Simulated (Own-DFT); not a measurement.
# How strain changes the stress of 4H SiC, 32 atoms (C16Si16)

All numbers below are calculated, not measured. They come from Own-DFT, an in-house plane-wave density functional program, since retired, whose code no person has reviewed. Each row is one single-point run on a periodic cell that was not relaxed, without spin or spin-orbit coupling.

Settings of every run: PBE; PseudoDojo norm-conserving scalar-relativistic files; cutoff 42 hartree; 5 x 5 x 3 k mesh centred on Gamma; Fermi-Dirac smearing of 0.1 eV.

Known limits: forces on such cells passed a denser k mesh, each cell not checked; stress not checked against mesh or cutoff.

Unstrained cell vectors in Å: (6.165, 0.000, 0.000); (-3.083, 5.339, 0.000); (0.000, 0.000, 10.068). The unstrained cell has measured lattice constants (interpolated for alloys), not those of this functional. That, the random moves and any unrelaxed bonds set the pressure at no strain. Each run strains this cell uniformly, with the atoms carried along. Every atom was also moved at random, by a Gaussian of width 0.05 Å on each axis. Strain is the symmetric tensor, in per cent. Stress is positive in tension, and the pressure is minus a third of its trace.

```
run,e_xx (%),e_yy (%),e_zz (%),e_yz (%),e_xz (%),e_xy (%),s_xx (GPa),s_yy (GPa),s_zz (GPa),s_yz (GPa),s_xz (GPa),s_xy (GPa),P (GPa),E (meV/atom)
1,1.25,-0.49,0.29,-0.65,-0.32,0.83,1.13,-6.41,-2.78,-3.02,-1.84,3.81,2.68,0.0
2,0.23,1.75,0.72,1.45,0.18,-0.48,-4.14,5.03,-0.67,4.71,1.87,0.02,-0.07,26.9
3,0.26,0.89,-0.45,1.57,1.18,-1.47,-1.87,-1.25,-7.25,4.93,3.73,-6.68,3.46,7.7
4,-0.95,1.13,1.81,-0.47,1.81,0.24,-8.82,1.39,5.14,-1.81,5.46,1.59,0.77,21.7
5,0.07,-0.34,1.97,0.36,-1.78,-1.76,-5.03,-5.77,5.11,2.45,-5.64,-9.37,1.90,22.1
6,-0.84,0.05,0.75,1.32,0.18,-0.43,-10.49,-2.97,-3.86,2.87,-0.63,-2.04,5.77,38.1
7,1.50,-0.33,-1.84,-0.03,-1.37,-1.24,1.88,-4.61,-17.34,0.16,-4.92,-5.00,6.69,29.7
8,-0.11,-1.63,-1.25,-0.16,0.18,-0.88,-6.88,-15.21,-17.52,0.59,0.60,-2.70,13.20,41.7
9,1.29,0.05,-0.48,1.83,-1.25,1.44,-1.40,-2.31,-6.42,5.05,-4.99,6.54,3.38,35.7
10,-0.34,0.47,-0.88,-0.23,0.18,1.34,-5.50,-3.18,-12.10,-0.19,-0.21,5.94,6.93,23.0
11,1.66,0.90,1.94,-1.86,1.10,-0.88,5.29,1.68,4.53,-5.42,3.34,-4.45,-3.83,34.9
12,-0.17,-1.74,-0.23,-0.50,0.80,1.64,-9.93,-11.46,-9.30,-1.13,2.38,5.63,10.23,31.2
13,-1.82,0.95,-1.82,-1.20,-0.75,-0.27,-13.41,-0.58,-19.81,-4.90,-3.84,-2.57,11.27,19.0
14,-0.49,0.14,1.56,-1.24,-1.53,-1.33,-6.79,-2.22,2.25,-4.44,-4.46,-6.04,2.26,17.9
15,-1.84,-0.33,1.43,-1.61,0.45,0.75,-14.84,-8.18,0.93,-5.91,1.16,4.24,7.36,31.3
16,-1.67,-0.43,1.16,-0.09,1.68,-1.14,?,?,?,?,?,?,?,?
```

E is the free energy for each atom above the lowest run shown.

## Worked fit

Each stress component was fitted by least squares to a constant and the strains of the runs shown, as fractions, with shears doubled. Shear strains stay in the fit of a normal stress only where such slopes are resolved. The slopes, in GPa:

| stress | at no strain | per e_xx | per e_yy | per e_zz | scatter |
|---|---|---|---|---|---|
| s_xx | -5.4 | 501 ± 33 | 114 ± 39 | 8 ± 28 | 1.37 |
| s_yy | -4.3 | 72 ± 32 | 507 ± 38 | 29 ± 27 | 1.33 |
| s_zz | -6.8 | 91 ± 35 | 79 ± 41 | 611 ± 29 | 1.44 |

Each shear stress against twice its own strain: yz 158 ± 11, xz 165 ± 10, xy 221 ± 16 GPa. These are stiffnesses along x, y and z of the frame in which the cell vectors are given, which need not be the crystal's axes. The atoms are held to the strained lattice; where symmetry lets them move under strain, relaxing them would lower some slopes. The table should be nearly symmetric about its diagonal, and what it lacks of that shows the noise. A ninth of its sum, 224 ± 6 GPa, estimates the bulk modulus near the mean pressure of these runs, 4.8 GPa, so it lies above the value at zero pressure.

## Withheld run

Question: what normal stresses and pressure should run 16 give?

The fit gives s_xx = -14.2, s_yy = -7.3, s_zz = -1.6 and P = 7.7 GPa. The calculation gave -14.52, -8.98, -0.21 and P = 7.90 GPa.
